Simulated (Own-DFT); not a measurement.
Si12O23 (quartz with two neutral oxygen vacancies, atoms displaced) (calculated)

Computed with Own-DFT development build. A calculation, not a measurement: plane-wave PBE and HSE06 DFT by an unreviewed code, no spin, of a simulated cell at Gamma alone, so results move with cell size and shape, stress positive in tension, energies less offsets, not probed for a lower state with spin; oxygen file: force components 24 meV/angstrom off all-electron in a glass; k mesh not checked against a denser one; forces and stress are PBE's, HSE06 gives the energy alone, and its difference from PBE has offsets of its own; offsets are fitted by least squares, one for each functional and potential file, so energies compare only between cells with the same atoms and settings and are not formation energies; the far tail of each file's local potential was reset to the Coulomb form; each entry is a single point on an unrelaxed cell, so the pressure reflects the starting lattice, mostly measured values (interpolated for alloys), from which strain is counted, and rises with the displacements; printed positions are rounded, which can move forces by about a meV/angstrom; the program, named Own-DFT, is a retired in-house code; no spin-orbit coupling.

Settings shared by all entries: first functional PBE; second functional HSE06; exact exchange share 0.25; screening 0.11 1/bohr; exchange divergence Gygi-Baldereschi; potential files PseudoDojo norm-conserving, scalar-relativistic, made for PBE, standard set; wave cutoff 48 hartree; occupations fixed; k mesh 1 x 1 x 1 centred on Gamma.

(1) 
```xyz
70
Lattice="9.8268 0.0000 0.0000 -4.9134 8.5103 0.0000 0.0000 0.0000 10.8104" Properties=species:S:1:pos:R:3:force_x:R:1:force_y:R:1:force_z:R:1 formula=Si12O23 PBE_energy_of_cell_above_offsets=-15.901 HSE06_less_PBE_above_offsets=0.279 PBE_pressure=8.24 PBE_stress_xx=-7.94 PBE_stress_yy=-9.52 PBE_stress_zz=-7.26 PBE_stress_yz=1.2 PBE_stress_xz=-2.68 PBE_stress_xy=1.22
Si    -2.5601     8.4796     0.0376      0.022      0.039     -6.311
Si     8.6449     1.9383     3.5213      1.229      0.184      5.725
Si     1.2486     2.2572     1.7640      2.089     -0.581      0.904
O      1.3986     1.0897     0.6463     -1.613       1.59      1.271
O      2.7411     2.5143     2.4914     -2.384      0.438     -1.841
O      3.2469     0.5981     4.2829     -0.474      0.592      0.016
O     -1.1765     3.0975     4.7769      1.198      -0.12     -0.322
O      0.2632     1.7660     2.9596      2.115     -0.404     -0.858
O      0.7227     3.6400     1.1363      4.137     -3.075      4.817
Si    -2.6914     8.4893     5.3909      7.308      6.533      6.494
Si    -1.1227     1.9579     9.0552     -2.476      1.256     -0.432
Si     1.2963     2.2725     7.1198      3.013     -1.618      9.525
O      1.3425     1.1495     6.1604      0.491     -6.098     -5.599
O      2.8525     2.4060     7.8184     -2.589      0.384     -1.278
O     -1.1294     3.1837    10.1577     -0.403     -1.974     -0.631
O      0.2697     1.7767     8.3955      2.748      0.039     -1.702
O      0.8865     3.5919     6.6065     -3.286      6.558     -3.994
Si    -0.1197     4.1818     0.0473     -2.528      4.991      -5.92
Si    -3.6210     6.4039     3.5979      1.738     -5.831     -1.098
Si    -1.0501     6.5374     1.8028      -3.12     -3.651     -1.017
O     -1.0547     5.3222     0.6650     -0.272      1.514      0.878
O      0.3512     6.7086     2.4091      1.251      0.662      0.746
O      0.8499     4.9279     4.3146     -3.245     -7.617      3.865
O     -3.3940     7.3598     4.8307     -5.027     -5.264     -2.342
O     -2.1509     6.0084     2.9187     -0.583      0.915       0.75
O     -1.7424     7.7887     1.1623      1.105      0.917      1.366
Si    -0.1862     4.2199     5.4272      0.943     -0.397      0.194
Si    -3.6134     6.3355     8.9840       1.55     -0.342      3.266
Si    -1.1211     6.4843     7.2356      0.086     -2.838      2.762
O     -1.0412     5.3926     6.0969      0.097     -1.603      -1.43
O      0.3070     6.7420     7.8763      1.474     -0.087      0.146
O      0.8788     4.9080     9.6805     -1.405     -3.153      1.685
O     -2.1624     5.9477     8.3731      0.105     -0.438      0.025
O     -1.6125     7.8051     6.7512     -4.176      6.656     -4.974
Si     7.2917     0.0341    10.8030     -5.391     -2.462      1.025
Si     3.7567     2.0112     3.5760      0.768     -0.687      2.523
Si     6.2450     2.2378     1.8018     -1.553      1.803     -0.205
O      6.2839     1.1064     0.6687      0.301      0.313      0.053
O      7.7060     2.4934     2.4990     -3.788      1.521      -4.12
O      8.1568     0.5882     4.2408      1.109      0.505     -1.093
O      3.8779     3.1296     4.7981     -2.086     -3.102     -2.083
O      5.2102     1.6941     2.9782      0.918      0.365     -0.758
O      5.7068     3.6755     1.1406      0.556      -1.71      0.746
Si     7.2732     0.0351     5.4242      -3.56     -1.569      0.757
Si     3.7857     1.9560     9.0471      -0.78     -2.714       0.53
Si     6.2683     2.2756     7.1880     -2.319     -0.426      2.054
O      6.2037     1.1457     6.0946       1.56     -2.032     -2.202
O      7.6473     2.5024     7.8797      2.958     -0.369      1.444
O      8.1880     0.5489     9.7108      3.161      3.036     -4.089
O      3.8043     3.0778    10.1998     -1.052      0.414      0.501
O      5.2486     1.8116     8.4034      0.716     -0.559      0.221
O      5.6859     3.6471     6.6953     -1.745      2.956      -3.06
Si     4.7010     4.2358    10.7699      1.509      1.552      1.735
Si     1.2361     6.1546     3.6329      4.619       8.58     -2.354
Si     3.7979     6.5921     1.7797      -3.61     -1.785      0.816
O      3.8314     5.3850     0.7496      0.171     -1.133     -1.549
O      5.1874     6.7860     2.4518      1.785      1.611      0.809
O      5.7536     4.8447     4.1745     -0.387       1.67      0.622
O      1.3870     7.3772     4.7611     -0.077      0.065      0.024
O      2.7010     6.1026     2.9293      1.135     -0.109     -0.454
O      3.3168     7.9116     1.0486      1.893      0.011      2.383
Si     4.7467     4.2575     5.3645      3.771      1.661      2.036
Si     1.3596     6.1857     8.9410     -0.884      3.456      3.128
Si     3.7725     6.4500     7.2284      1.019      1.964     -3.641
O      3.7709     5.4210     5.9311      0.364      0.564      1.175
O      5.2000     6.8401     7.8628     -0.335       0.12     -1.042
O      5.6635     4.8868     9.6486      0.115      1.135     -0.779
O      1.3784     7.3684    10.2581      0.349     -1.153     -2.112
O      2.8154     5.9949     8.3425      -0.88     -1.223      1.567
O      3.2607     7.8907     6.5748      0.551      -0.44      0.703
```

Units: PBE_energy_of_cell_above_offsets, HSE06_less_PBE_above_offsets in eV; PBE_pressure, PBE_stress_xx, PBE_stress_yy, PBE_stress_zz, PBE_stress_yz, PBE_stress_xz, PBE_stress_xy in GPa; force_x, force_y, force_z in eV/Å.

(2) 
```xyz
70
Lattice="9.8268 0.0000 0.0000 -4.9134 8.5103 0.0000 0.0000 0.0000 10.8104" Properties=species:S:1:pos:R:3:force_x:R:1:force_y:R:1:force_z:R:1 formula=Si12O23 PBE_energy_of_cell_above_offsets=-13.972 HSE06_less_PBE_above_offsets=0.062 PBE_pressure=10.85 PBE_stress_xx=-11.82 PBE_stress_yy=-9.06 PBE_stress_zz=-11.68 PBE_stress_yz=-0.35 PBE_stress_xz=-1.48 PBE_stress_xy=2.95
Si     2.2366     0.0500     0.0240      0.752     -4.848     -0.983
Si     8.6589     1.9940     3.6479     -2.443     -4.291     -2.699
Si     1.2851     2.3306     1.7825      1.645     -4.827      2.406
O      1.3592     1.0922     0.6829     -2.677      3.082      2.135
O      2.7490     2.5761     2.3771      1.033     -0.668      1.061
O      3.3190     0.6508     4.2709     -0.609     -2.185       0.18
O     -1.0827     3.0486     4.7546      0.845      4.268      3.425
O      0.3203     1.7290     3.0097      -0.07        0.6     -0.867
O      0.7123     3.5564     1.1055      0.565      2.286      0.619
Si    -2.5497     8.4627     5.3756      0.777      3.465      3.039
Si     8.6508     1.9579     8.9902     -0.391      3.693     -0.006
Si     1.2197     2.2614     7.2583      3.737     -1.388     -0.813
O      1.3883     1.1359     6.0771       0.27     -0.413      -0.27
O      2.7540     2.6021     7.8704     -1.206     -0.554     -0.392
O      3.2009     0.6035     9.7586      2.303      2.546     -3.262
O     -1.0531     3.0866    10.1324       0.48      2.173      1.482
O      0.2858     1.7377     8.4176      0.746     -0.232     -0.668
O      0.8569     3.6370     6.5361      0.096      0.104      1.128
Si    -0.1655     4.3336     0.1127      0.325     -4.179     -7.495
Si     6.1809     6.3051     3.5562      1.785     -2.235       3.65
Si    -1.1835     6.5488     1.8464      1.376     -0.778      0.313
O     -1.0651     5.3314     0.7710     -2.896      3.401      1.799
O      0.3837     6.6560     2.4495     -7.252      2.739      -7.88
O      0.7262     4.9480     4.3287      0.932      0.076     -1.395
O     -3.5087     7.3912     4.7992     -2.318     -2.598      -2.73
O     -2.1238     5.9953     3.0413     -0.738      0.337     -0.039
O     -1.6573     7.8879     1.1901     -0.772      0.817     -0.452
Si    -0.0911     4.1975     5.4352     -3.693      1.739     -0.189
Si     6.2297     6.1697     9.0106     -2.194      4.758      0.215
Si    -1.0994     6.4557     7.2557     -6.166      2.425      1.098
O     -1.0559     5.4780     6.1003      1.046     -5.187     -3.746
O      0.2288     6.7804     7.8674      4.473      1.012      2.147
O      0.7558     4.8919     9.6202     -0.903     -1.246      1.695
O     -3.6195     7.3310    10.1708      0.974      1.245      1.434
O     -2.1980     6.0082     8.4558      4.691      -0.67     -2.438
O     -1.7314     7.8466     6.6351      0.361      0.037     -0.257
Si     2.3620     8.4546     0.0280     -6.481      5.413     -8.401
Si     3.8411     1.9878     3.6005      -4.03     -0.154     -3.031
Si     6.2253     2.2706     1.7638     -5.704     -3.543     -2.711
O      6.3082     1.1408     0.6120      0.156     -1.346      -0.82
O      7.5149     2.5024     2.3760      10.13      1.022      5.606
O      3.7876     3.0427     4.6769      1.597      5.806       4.66
O      5.1778     1.8151     2.8969      2.453     -1.261     -0.934
O      5.6927     3.5552     1.1103     -1.745      4.271     -1.767
Si     7.2267     0.0652     5.4234      1.366       -2.3     -6.171
Si     3.7877     2.0276     8.9637     -1.996     -1.692      1.904
Si     6.2268     2.2212     7.1946     -1.192      0.228      0.414
O      6.2897     1.0934     6.0556     -2.423      1.939        1.2
O      7.6211     2.5719     7.8510      1.752     -0.455      0.602
O      8.2279     0.6349     9.6130      -2.35     -4.043      2.118
O      3.8682     3.0785    10.1815      0.082      1.333      0.477
O      5.2097     1.7011     8.3548      0.883     -0.338     -0.489
O      5.7122     3.5569     6.5127     -1.121       1.51     -0.595
Si     4.7481     4.3147     0.0021      1.448     -4.776     -0.945
Si     1.2140     6.2913     3.5635      8.703      -0.78      8.346
Si     3.8352     6.4697     1.7010     -6.854      3.407      3.185
O      3.8581     5.4268     0.6100     -1.453     -1.084     -2.079
O      5.1729     6.6298     2.4025      3.238      1.322      0.832
O      5.7536     4.8241     4.3660      4.376      4.786     -6.123
O      2.7877     5.9549     2.9827      0.166      0.919     -1.505
O      3.2222     7.9426     1.0418      7.525     -6.165      8.625
Si     4.7964     4.3368     5.3763      -4.85     -5.793      3.821
Si     1.2750     6.2468     8.9849      1.625      0.178     -1.314
Si     3.7543     6.5565     7.1291      1.413      0.038      2.209
O      3.8044     5.4102     6.0379      0.287     -0.667      -1.33
O      5.1671     6.7552     7.9389     -0.759      0.057     -1.693
O      5.6588     4.9173     9.6595     -0.831     -3.373      1.105
O      1.3928     7.3137    10.1527      0.508      1.314      1.066
O      2.7196     6.0331     8.2141     -2.048     -0.505      1.763
O      3.1894     7.9348     6.5718      1.248      0.227      0.719
```

Units: PBE_energy_of_cell_above_offsets, HSE06_less_PBE_above_offsets in eV; PBE_pressure, PBE_stress_xx, PBE_stress_yy, PBE_stress_zz, PBE_stress_yz, PBE_stress_xz, PBE_stress_xy in GPa; force_x, force_y, force_z in eV/Å.
